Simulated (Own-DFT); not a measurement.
# Two functionals across a range of volumes: C40 NbSi2, 36 atoms (Nb12Si24)

Source: density functional calculations with Own-DFT, an unreviewed in-house program that is no longer used. Nothing was measured or relaxed, and spin and spin-orbit coupling are left out.

Keep in mind: forces on such cells failed a check on a denser k mesh; stress not checked against mesh or cutoff.

Each geometry was run with PBE and with PBEsol, otherwise alike: PseudoDojo norm-conserving scalar-relativistic files made for PBE; cutoff 42 hartree; 4 x 4 x 5 k mesh centred on Gamma; cold (Marzari-Vanderbilt) smearing of 0.2 eV. Unstrained cell vectors in Å: (0.000, 8.324, 0.000); (-9.613, 0.000, 0.000); (0.000, 0.000, 6.586). Each has a uniform strain, of which the change of volume is shown, and random moves of rms u per axis.

```
run  volume change (%)   u (Å)  P with PBE (GPa)  P with PBEsol (GPa)
  1              -0.87  0.0501              3.77                 0.08
  2              -1.74  0.0512              6.96                 3.21
  3               2.59  0.0527             -1.74                -5.28
  4              -1.24  0.0513              4.73                 1.02
  5              -1.58  0.0477              5.00                 1.27
  6               1.77  0.0521             -0.40                -3.97
  7              -1.79  0.0525              6.49                 2.76
  8              -1.70  0.0504              6.14                 2.42
  9              -0.88  0.0501              3.97                 0.29
 10               1.73  0.0477              0.79                -2.79
 11               0.86  0.0506              1.68                    ?
```

The question: by how much does PBEsol shrink this cell, and what belongs in the blank?

## Solution

Write v for the change of volume as a fraction. Fitted to v and u², the PBE pressure has a slope of -174 ± 14 GPa in v, with the ions held to the strained lattice. The difference PBEsol less PBE is -3.65 + 4.5 v GPa (slope ± 0.2) and averages -3.67 GPa. Divided by the mean slope of the two, 171 GPa, that makes PBEsol's volume at a given pressure, near 2 GPa, about 2.1 % smaller, or 0.71 % in lengths. At one volume PBEsol's slope is the smaller by 4 GPa, but its pressure there is lower too. If stiffness rises by about 4 GPa for each GPa, PBEsol at equal pressure is stiffer by about 10 GPa. Files made for PBEsol would give a different shift.

For run 11 the line gives -1.94 GPa. The run itself gave -1.94 GPa.
